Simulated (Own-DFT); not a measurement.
## Calculated data, SiC (4H silicon carbide, atoms displaced)

A calculation, not a measurement: plane-wave PBE density functional theory by an unreviewed code, no spin, of a simulated periodic cell, stress positive in tension, free energy of the whole cell less one offset for each atom, forces on such cells passed a denser k mesh, this cell's mesh not checked; offsets are fitted by least squares, one for each functional and potential file, so energies compare only between cells with the same atoms and settings and are not formation energies; the far tail of each file's local potential was reset to the Coulomb form; each entry is a single point on an unrelaxed cell, so the pressure reflects the starting lattice, mostly measured values (interpolated for alloys), from which strain is counted, and rises with the displacements; printed positions are rounded, which can move forces by about a meV/angstrom; the program, named Own-DFT, is a retired in-house code; no spin-orbit coupling. Program: Own-DFT development build.

Settings shared by all entries: functional PBE; potential files PseudoDojo norm-conserving, scalar-relativistic, standard set; wave cutoff 42 hartree; occupations Fermi-Dirac; smearing width 0.1 eV; hardware one NVIDIA H100; k mesh 4 x 4 x 3 centred on Gamma.

(1) 
```cif
# cell vector a (Å): 9.2481 0.0000 0.0000
# cell vector b (Å): -4.6241 8.0091 0.0000
# cell vector c (Å): 0.0000 0.0000 10.0681
data_SiC
_symmetry_space_group_name_H-M 'P 1'
_symmetry_Int_Tables_number 1
_cell_length_a 9.2481
_cell_length_b 9.2481
_cell_length_c 10.0681
_cell_angle_alpha 90.000
_cell_angle_beta 90.000
_cell_angle_gamma 120.000
_cell_volume 745.73
loop_
_atom_site_label
_atom_site_type_symbol
_atom_site_fract_x
_atom_site_fract_y
_atom_site_fract_z
_atom_site_occupancy
Si1 Si 0.00504 0.00383 0.40534 1
Si2 Si 0.11676 0.22694 0.15580 1
C1 C 0.00059 0.99995 0.09085 1
C2 C 0.10699 0.22572 0.34387 1
Si3 Si 0.99847 0.32635 0.40720 1
Si4 Si 0.11019 0.55965 0.15269 1
C3 C 0.00181 0.33697 0.09357 1
C4 C 0.11600 0.55607 0.34366 1
Si5 Si 0.99901 0.66326 0.40663 1
Si6 Si 0.10781 0.89182 0.16214 1
C5 C 0.99963 0.66645 0.09610 1
C6 C 0.11545 0.88787 0.34303 1
Si7 Si 0.33149 0.00386 0.40668 1
Si8 Si 0.44119 0.22405 0.15499 1
C7 C 0.33801 0.00458 0.09241 1
C8 C 0.44383 0.22517 0.34508 1
Si9 Si 0.33262 0.33903 0.41095 1
Si10 Si 0.44452 0.55416 0.15786 1
C9 C 0.33949 0.33637 0.09367 1
C10 C 0.44783 0.56102 0.33986 1
Si11 Si 0.32270 0.66406 0.40778 1
Si12 Si 0.43780 0.88598 0.15407 1
C11 C 0.33488 0.66115 0.09405 1
C12 C 0.43993 0.88930 0.34330 1
Si13 Si 0.66215 0.99762 0.40496 1
Si14 Si 0.77514 0.21939 0.15679 1
C13 C 0.66697 0.00286 0.09709 1
C14 C 0.77494 0.21527 0.34609 1
Si15 Si 0.66739 0.33212 0.40141 1
Si16 Si 0.77262 0.55005 0.15276 1
C15 C 0.66222 0.33226 0.09453 1
C16 C 0.77862 0.55704 0.34306 1
Si17 Si 0.66800 0.66452 0.40663 1
Si18 Si 0.77347 0.88799 0.15958 1
C17 C 0.66605 0.66446 0.09516 1
C18 C 0.77394 0.88448 0.34518 1
Si19 Si 0.99757 0.00310 0.90086 1
Si20 Si 0.88791 0.78034 0.65121 1
C19 C 0.00259 0.00291 0.58968 1
C20 C 0.88251 0.76977 0.84055 1
Si21 Si 0.00171 0.67174 0.90527 1
Si22 Si 0.89067 0.44725 0.65429 1
C21 C 0.99793 0.66881 0.59322 1
C22 C 0.88588 0.44341 0.84545 1
Si23 Si 0.99768 0.33071 0.90385 1
Si24 Si 0.89355 0.11641 0.65900 1
C23 C 0.98782 0.33021 0.59203 1
C24 C 0.88628 0.11452 0.84338 1
Si25 Si 0.66055 0.99403 0.90425 1
Si26 Si 0.55959 0.78579 0.65912 1
C25 C 0.66732 0.00024 0.59589 1
C26 C 0.56263 0.77702 0.84151 1
Si27 Si 0.67043 0.66276 0.91008 1
Si28 Si 0.55594 0.44273 0.65820 1
C27 C 0.66713 0.66619 0.59437 1
C28 C 0.55937 0.44774 0.84771 1
Si29 Si 0.66839 0.33376 0.90235 1
Si30 Si 0.55248 0.10959 0.65509 1
C29 C 0.66338 0.33436 0.59641 1
C30 C 0.55530 0.11333 0.84538 1
Si31 Si 0.32987 0.99821 0.89976 1
Si32 Si 0.22696 0.78179 0.66017 1
C31 C 0.32847 0.00025 0.59780 1
C32 C 0.22348 0.77630 0.83867 1
Si33 Si 0.33389 0.66619 0.90385 1
Si34 Si 0.21770 0.44185 0.65720 1
C33 C 0.33108 0.66849 0.58947 1
C34 C 0.22958 0.45195 0.84635 1
Si35 Si 0.32960 0.33156 0.90933 1
Si36 Si 0.21947 0.10871 0.65728 1
C35 C 0.33860 0.33383 0.59448 1
C36 C 0.22358 0.10971 0.84262 1
_calc_free_energy_of_cell_above_offsets '-10.828'  # eV
_calc_pressure 3.61  # GPa
_calc_stress_xx -2.95  # GPa
_calc_stress_yy -3.42  # GPa
_calc_stress_zz -4.46  # GPa
_calc_stress_yz -0.23  # GPa
_calc_stress_xz -0.39  # GPa
_calc_stress_xy 0.73  # GPa
_calc_wall_time 356  # s
```

Force:
```
element  x (eV/Å)  y (eV/Å)  z (eV/Å)
     Si    -0.723    -0.805    -0.639
     Si    -0.815    -0.415    -0.295
      C    -0.672     0.445     0.448
      C     1.988    -0.675     0.013
     Si     -1.55      1.37    -0.446
     Si     0.915    -0.736     0.693
      C    -0.109    -0.583    -0.191
      C    -2.044    -1.342    -0.349
     Si     0.201     0.315     -0.24
     Si     1.099    -0.255    -1.894
      C    -0.584      0.73    -0.742
      C    -1.301       0.2     1.015
     Si     0.883    -0.192     0.156
     Si     1.129    -0.522     0.523
      C    -1.329    -0.952     -0.48
      C    -0.463    -0.019    -0.193
     Si     0.589    -0.021    -1.231
     Si     0.278     0.354    -0.395
      C    -1.276    -0.354     0.051
      C    -0.608    -0.648     1.604
     Si     2.377     1.304    -0.759
     Si     0.818      0.38     0.472
      C    -1.028     0.977    -0.767
      C    -0.055    -0.151     0.327
     Si      0.21    -0.743     0.494
     Si     0.084     0.853    -0.025
      C    -0.193    -1.197    -1.044
      C    -0.059     0.994    -0.456
     Si    -0.346     0.214     1.149
     Si     0.548      0.77     0.791
      C     0.739     -0.33    -0.481
      C     0.426    -0.614    -0.244
     Si    -0.647      0.16     0.144
     Si     0.664     0.124    -0.632
      C    -0.184     0.487    -0.097
      C     0.615     0.868      0.31
     Si     0.528    -1.091     0.818
     Si     0.055    -0.562     0.551
      C    -0.439     0.173     0.922
      C     0.632      1.97     0.126
     Si     0.177    -0.973     0.228
     Si    -1.459      0.01     0.651
      C     0.889     0.112     0.068
      C     1.065     0.698    -0.544
     Si    -0.029     1.377     0.892
     Si    -0.869    -1.085    -0.938
      C     2.142     0.562      0.34
      C     0.532    -0.689     0.051
     Si     0.154     1.012     0.862
     Si     0.224    -1.756    -1.295
      C    -0.107     0.621    -0.494
      C    -1.015    -0.308     1.061
     Si     -0.98      0.44    -0.416
     Si    -0.086      0.98     0.329
      C    -0.623     0.143    -0.245
      C    -0.719    -1.224    -0.468
     Si    -0.603    -0.159     1.122
     Si     0.277     0.599     0.325
      C     0.931    -0.389    -0.995
      C     0.051    -0.865    -0.618
     Si     0.862     0.284     1.517
     Si    -0.886     -0.89     -2.12
      C     0.781    -0.003    -0.851
      C    -0.187     0.133     1.792
     Si     0.684     0.887     0.715
     Si     0.455     0.671    -0.401
      C      0.48    -0.266     1.613
      C    -0.923    -2.006    -0.727
     Si     1.157     0.574    -0.752
     Si     0.189     0.833    -0.371
      C    -1.601    -0.219     0.537
      C    -1.321     0.412     0.125
```

(2) 
```cif
# cell vector a (Å): 9.2481 0.0000 0.0000
# cell vector b (Å): -4.6241 8.0091 0.0000
# cell vector c (Å): 0.0000 0.0000 10.0681
data_SiC
_symmetry_space_group_name_H-M 'P 1'
_symmetry_Int_Tables_number 1
_cell_length_a 9.2481
_cell_length_b 9.2481
_cell_length_c 10.0681
_cell_angle_alpha 90.000
_cell_angle_beta 90.000
_cell_angle_gamma 120.000
_cell_volume 745.73
loop_
_atom_site_label
_atom_site_type_symbol
_atom_site_fract_x
_atom_site_fract_y
_atom_site_fract_z
_atom_site_occupancy
Si1 Si 0.00090 0.00159 0.40340 1
Si2 Si 0.11193 0.21823 0.16157 1
C1 C 0.00290 0.00546 0.09491 1
C2 C 0.11002 0.22348 0.34029 1
Si3 Si 0.00262 0.34036 0.40201 1
Si4 Si 0.11858 0.56059 0.15572 1
C3 C 0.00399 0.33529 0.09281 1
C4 C 0.11316 0.55459 0.34929 1
Si5 Si 0.00008 0.66267 0.40890 1
Si6 Si 0.11353 0.89021 0.15537 1
C5 C 0.00210 0.66589 0.09424 1
C6 C 0.11136 0.88119 0.34353 1
Si7 Si 0.33099 0.00169 0.40469 1
Si8 Si 0.44509 0.22569 0.15288 1
C7 C 0.33363 0.00504 0.09240 1
C8 C 0.44321 0.21910 0.34548 1
Si9 Si 0.33727 0.33599 0.40610 1
Si10 Si 0.44628 0.55514 0.15686 1
C9 C 0.33458 0.34187 0.09385 1
C10 C 0.44967 0.55514 0.34299 1
Si11 Si 0.33732 0.66891 0.40371 1
Si12 Si 0.43883 0.88931 0.15931 1
C11 C 0.33475 0.66342 0.09335 1
C12 C 0.44032 0.88783 0.34233 1
Si13 Si 0.66706 0.00215 0.40952 1
Si14 Si 0.77412 0.21987 0.15470 1
C13 C 0.66192 0.00177 0.09041 1
C14 C 0.78335 0.22949 0.34569 1
Si15 Si 0.67213 0.34086 0.40572 1
Si16 Si 0.78213 0.55875 0.15782 1
C15 C 0.67258 0.33727 0.09497 1
C16 C 0.77705 0.55674 0.34395 1
Si17 Si 0.66442 0.66426 0.40587 1
Si18 Si 0.77622 0.88605 0.15642 1
C17 C 0.66920 0.66416 0.09735 1
C18 C 0.77738 0.88605 0.34424 1
Si19 Si 0.00375 0.00370 0.90466 1
Si20 Si 0.89034 0.77527 0.65849 1
C19 C 0.00090 0.99798 0.59181 1
C20 C 0.88793 0.77915 0.84662 1
Si21 Si 0.99932 0.66792 0.90128 1
Si22 Si 0.89243 0.44629 0.65548 1
C21 C 0.00204 0.66633 0.59288 1
C22 C 0.88669 0.44236 0.84405 1
Si23 Si 0.99894 0.33223 0.90834 1
Si24 Si 0.89384 0.11265 0.65675 1
C23 C 0.99876 0.33861 0.58796 1
C24 C 0.89221 0.11727 0.84533 1
Si25 Si 0.65843 0.99620 0.90373 1
Si26 Si 0.56182 0.78206 0.65037 1
C25 C 0.66453 0.99729 0.59367 1
C26 C 0.56352 0.78528 0.84910 1
Si27 Si 0.66799 0.67307 0.90419 1
Si28 Si 0.55245 0.44822 0.65464 1
C27 C 0.66914 0.66940 0.59126 1
C28 C 0.56002 0.44366 0.84696 1
Si29 Si 0.66791 0.33439 0.91247 1
Si30 Si 0.55346 0.11245 0.65817 1
C29 C 0.66776 0.32799 0.59400 1
C30 C 0.55475 0.10599 0.84076 1
Si31 Si 0.32830 0.99729 0.90674 1
Si32 Si 0.22528 0.77562 0.65457 1
C31 C 0.33292 0.00458 0.59923 1
C32 C 0.22380 0.77911 0.84351 1
Si33 Si 0.32767 0.66071 0.90264 1
Si34 Si 0.21346 0.44107 0.65897 1
C33 C 0.33414 0.66628 0.58951 1
C34 C 0.21640 0.43763 0.84324 1
Si35 Si 0.32722 0.32855 0.90800 1
Si36 Si 0.21526 0.10859 0.64962 1
C35 C 0.33052 0.33414 0.59203 1
C36 C 0.22349 0.10754 0.84697 1
_calc_free_energy_of_cell_above_offsets '-10.905'  # eV
_calc_pressure 3.66  # GPa
_calc_stress_xx -2.73  # GPa
_calc_stress_yy -3.98  # GPa
_calc_stress_zz -4.27  # GPa
_calc_stress_yz 0.03  # GPa
_calc_stress_xz -0.33  # GPa
_calc_stress_xy 0.28  # GPa
_calc_wall_time 359.6  # s
```

Force:
```
element  x (eV/Å)  y (eV/Å)  z (eV/Å)
     Si     0.214     -0.65    -0.079
     Si    -0.691     1.439     -1.78
      C     0.054    -1.328    -0.299
      C     0.565     0.105     1.796
     Si      0.47    -1.387     0.445
     Si    -0.751    -1.218     0.343
      C    -0.339    -0.353     0.781
      C     0.091     1.139    -1.489
     Si    -0.249     0.355    -0.633
     Si    -0.534    -0.278      0.04
      C     0.052     0.628    -0.543
      C    -0.875      1.06     0.111
     Si      0.48    -0.561     0.971
     Si     0.116     0.378     0.682
      C     0.156    -0.521     0.151
      C     0.118     1.054    -0.674
     Si    -0.561    -0.638    -0.281
     Si     0.175       0.7    -0.133
      C     0.447    -1.713     0.079
      C    -1.076     0.064     0.157
     Si    -0.104     -0.54     0.232
     Si     0.901     0.034    -1.312
      C    -0.165     0.987    -0.174
      C      0.61     0.603     0.823
     Si      0.14     0.144    -1.084
     Si     1.141     0.607     0.424
      C     0.468    -0.749     0.755
      C     -0.56    -1.038      -0.6
     Si    -0.268    -1.563     0.403
     Si     0.197    -0.264    -0.232
      C    -0.865      -0.3     0.396
      C      0.52     0.308     0.304
     Si     0.712     0.778    -0.172
     Si    -0.325     0.773    -0.217
      C    -0.478     0.554    -0.984
      C    -0.476     0.575     0.176
     Si    -0.631    -0.091     0.676
     Si    -0.227     0.319    -0.461
      C    -0.869    -0.213    -0.109
      C     0.354     0.375    -0.619
     Si     0.333    -0.612       1.1
     Si    -1.023    -0.644     0.344
      C    -0.151     0.131     0.634
      C     0.382     0.489    -0.016
     Si    -0.467     0.387     0.139
     Si    -1.023     0.235    -0.289
      C     0.791    -1.114     0.718
      C    -0.143    -1.351    -0.395
     Si     1.263     1.726     0.729
     Si    -0.804    -0.872     1.386
      C     0.235     1.193     0.157
      C    -1.299    -2.187    -1.914
     Si     0.567    -1.478     1.158
     Si     1.217    -1.026     0.679
      C     0.229    -0.367     0.409
      C    -1.583     0.467     -0.46
     Si     0.198    -0.607    -1.558
     Si     0.436    -0.295    -0.474
      C     -0.88      1.64    -0.248
      C    -1.154         1     1.229
     Si     1.406      0.38    -0.356
     Si    -0.417     0.904      0.01
      C     0.261    -1.007    -1.464
      C    -0.197    -0.792    -0.184
     Si     0.896     0.777     0.645
     Si     0.983     0.554    -1.286
      C     0.505    -0.034     0.957
      C     0.297     0.732     0.041
     Si     1.124     0.738    -0.376
     Si      1.32     0.864     1.608
      C    -0.283    -0.016     0.369
      C    -0.958      0.61    -1.161
```

(3) 
```cif
# cell vector a (Å): 9.2481 0.0000 0.0000
# cell vector b (Å): -4.6241 8.0091 0.0000
# cell vector c (Å): 0.0000 0.0000 10.0681
data_SiC
_symmetry_space_group_name_H-M 'P 1'
_symmetry_Int_Tables_number 1
_cell_length_a 9.2481
_cell_length_b 9.2481
_cell_length_c 10.0681
_cell_angle_alpha 90.000
_cell_angle_beta 90.000
_cell_angle_gamma 120.000
_cell_volume 745.73
loop_
_atom_site_label
_atom_site_type_symbol
_atom_site_fract_x
_atom_site_fract_y
_atom_site_fract_z
_atom_site_occupancy
Si1 Si 0.00259 0.00267 0.40585 1
Si2 Si 0.11236 0.22573 0.15299 1
C1 C 0.99987 0.99979 0.09886 1
C2 C 0.10483 0.22074 0.34274 1
Si3 Si 0.99559 0.33167 0.40101 1
Si4 Si 0.10837 0.55913 0.15362 1
C3 C 0.99938 0.33281 0.09154 1
C4 C 0.11467 0.55866 0.34568 1
Si5 Si 0.99862 0.66412 0.40976 1
Si6 Si 0.11332 0.88424 0.16008 1
C5 C 0.99968 0.66584 0.09133 1
C6 C 0.10767 0.88623 0.34043 1
Si7 Si 0.32493 0.99757 0.40640 1
Si8 Si 0.45090 0.22256 0.15774 1
C7 C 0.32931 0.99814 0.09492 1
C8 C 0.44516 0.22621 0.34523 1
Si9 Si 0.33083 0.32989 0.40300 1
Si10 Si 0.45089 0.55371 0.16015 1
C9 C 0.33581 0.32994 0.08823 1
C10 C 0.44189 0.55729 0.34173 1
Si11 Si 0.34077 0.66950 0.40468 1
Si12 Si 0.45102 0.88969 0.15683 1
C11 C 0.33427 0.66519 0.09620 1
C12 C 0.44481 0.89221 0.34106 1
Si13 Si 0.66881 0.00112 0.40553 1
Si14 Si 0.77799 0.22194 0.15698 1
C13 C 0.66594 0.00157 0.09849 1
C14 C 0.78319 0.22819 0.34212 1
Si15 Si 0.66779 0.33381 0.39748 1
Si16 Si 0.78063 0.55730 0.14875 1
C15 C 0.66464 0.32814 0.09324 1
C16 C 0.77698 0.55020 0.34205 1
Si17 Si 0.66634 0.67387 0.40650 1
Si18 Si 0.77888 0.88970 0.15464 1
C17 C 0.66659 0.66685 0.09739 1
C18 C 0.77981 0.89077 0.34560 1
Si19 Si 0.99975 0.00216 0.90969 1
Si20 Si 0.88573 0.77789 0.65687 1
C19 C 0.99309 0.99614 0.59265 1
C20 C 0.88563 0.77558 0.84415 1
Si21 Si 0.00316 0.67298 0.90626 1
Si22 Si 0.89329 0.44904 0.65736 1
C21 C 0.00010 0.66824 0.59167 1
C22 C 0.88729 0.43960 0.84837 1
Si23 Si 0.99551 0.33057 0.91035 1
Si24 Si 0.88213 0.11201 0.65699 1
C23 C 0.00208 0.33476 0.59607 1
C24 C 0.88920 0.11170 0.84623 1
Si25 Si 0.66580 0.99527 0.90840 1
Si26 Si 0.55579 0.77615 0.65670 1
C25 C 0.66746 0.99849 0.59362 1
C26 C 0.55800 0.77604 0.84003 1
Si27 Si 0.66645 0.66504 0.90669 1
Si28 Si 0.55617 0.44750 0.65840 1
C27 C 0.66773 0.66737 0.59289 1
C28 C 0.55527 0.44738 0.84811 1
Si29 Si 0.66411 0.32447 0.90785 1
Si30 Si 0.55805 0.10602 0.65439 1
C29 C 0.67131 0.33618 0.59125 1
C30 C 0.54949 0.11295 0.84104 1
Si31 Si 0.33174 0.99469 0.90931 1
Si32 Si 0.21795 0.77146 0.65299 1
C31 C 0.33644 0.99717 0.59240 1
C32 C 0.22081 0.77797 0.84368 1
Si33 Si 0.33472 0.66674 0.90449 1
Si34 Si 0.22542 0.44531 0.65533 1
C33 C 0.34312 0.66537 0.59306 1
C34 C 0.22676 0.44893 0.83963 1
Si35 Si 0.33068 0.33233 0.90313 1
Si36 Si 0.22152 0.10744 0.65353 1
C35 C 0.32720 0.33086 0.58957 1
C36 C 0.22718 0.11087 0.84624 1
_calc_free_energy_of_cell_above_offsets '-10.976'  # eV
_calc_pressure 3.57  # GPa
_calc_stress_xx -3.36  # GPa
_calc_stress_yy -2.87  # GPa
_calc_stress_zz -4.47  # GPa
_calc_stress_yz -0.13  # GPa
_calc_stress_xz 0.15  # GPa
_calc_stress_xy -0.49  # GPa
_calc_wall_time 374.5  # s
```

Force:
```
element  x (eV/Å)  y (eV/Å)  z (eV/Å)
     Si    -0.513    -0.565    -0.059
     Si     0.595    -0.451     0.489
      C     0.346    -0.098    -0.835
      C     0.987     0.372    -0.345
     Si     1.127      1.27     1.601
     Si     1.425    -0.583     0.764
      C    -0.164     0.363     0.884
      C    -0.224    -0.193    -0.343
     Si    -0.134    -0.128    -1.348
     Si    -1.023     0.674    -1.133
      C     -0.15     0.574    -0.028
      C    -0.042    -0.038     1.568
     Si      1.42     0.421    -0.331
     Si    -1.699    -0.669     -0.42
      C     1.424    -0.019     0.237
      C     0.127    -1.122    -0.519
     Si     -0.69     0.922     0.366
     Si      -1.6    -0.416    -1.323
      C    -0.266     0.542     1.294
      C     1.262    -0.544     0.775
     Si    -1.303     0.074     0.055
     Si     -1.77     -0.66    -0.132
      C     0.286     0.137    -0.712
      C     0.287     0.074     0.982
     Si    -0.433      0.27    -0.138
     Si     0.304     0.263    -0.249
      C     0.887    -0.181    -1.162
      C    -0.869    -1.467    -0.136
     Si    -0.192      0.03     2.109
     Si    -0.272    -0.658      1.51
      C     0.563     0.764     0.023
      C    -0.544      1.68    -0.498
     Si     0.962     -1.61    -0.328
     Si     0.021    -0.006     0.928
      C     0.456     0.358     -1.06
      C    -0.224     0.226    -0.549
     Si     0.721    -0.322     -0.39
     Si     0.408     0.013    -0.154
      C     0.606     0.722     0.283
      C     0.307     0.683     0.252
     Si    -0.173    -1.451    -0.405
     Si    -0.354    -1.081     0.076
      C    -0.207    -0.015     0.922
      C    -0.423     1.128     -0.46
     Si     0.989     0.745    -1.465
     Si     1.628     0.344     0.102
      C    -0.391     0.033    -0.826
      C    -0.321    -0.362    -0.012
     Si    -0.634     0.783    -0.441
     Si     0.699      0.42    -0.329
      C    -0.273    -0.305      -0.3
      C    -0.452     0.339     1.216
     Si    -0.208     0.087     0.299
     Si     0.269     -1.02     -0.61
      C    -0.293    -0.083      0.08
      C     0.627    -0.867    -0.561
     Si    -0.718     1.495    -0.652
     Si    -1.058      1.43    -0.113
      C    -0.377     -0.48     0.058
      C     1.526    -1.558     0.589
     Si    -0.365     0.865    -0.471
     Si     1.043      0.88     0.347
      C    -0.759    -0.269    -0.083
      C     0.518     -0.38    -0.358
     Si    -0.029    -0.037     0.532
     Si    -0.417    -0.458    -0.359
      C    -1.878     0.081    -0.338
      C    -0.752    -0.927     1.021
     Si     0.539     0.316     0.085
     Si    -0.287     0.148     0.616
      C     1.244    -0.052     0.522
      C    -1.121     -0.45    -0.609
```
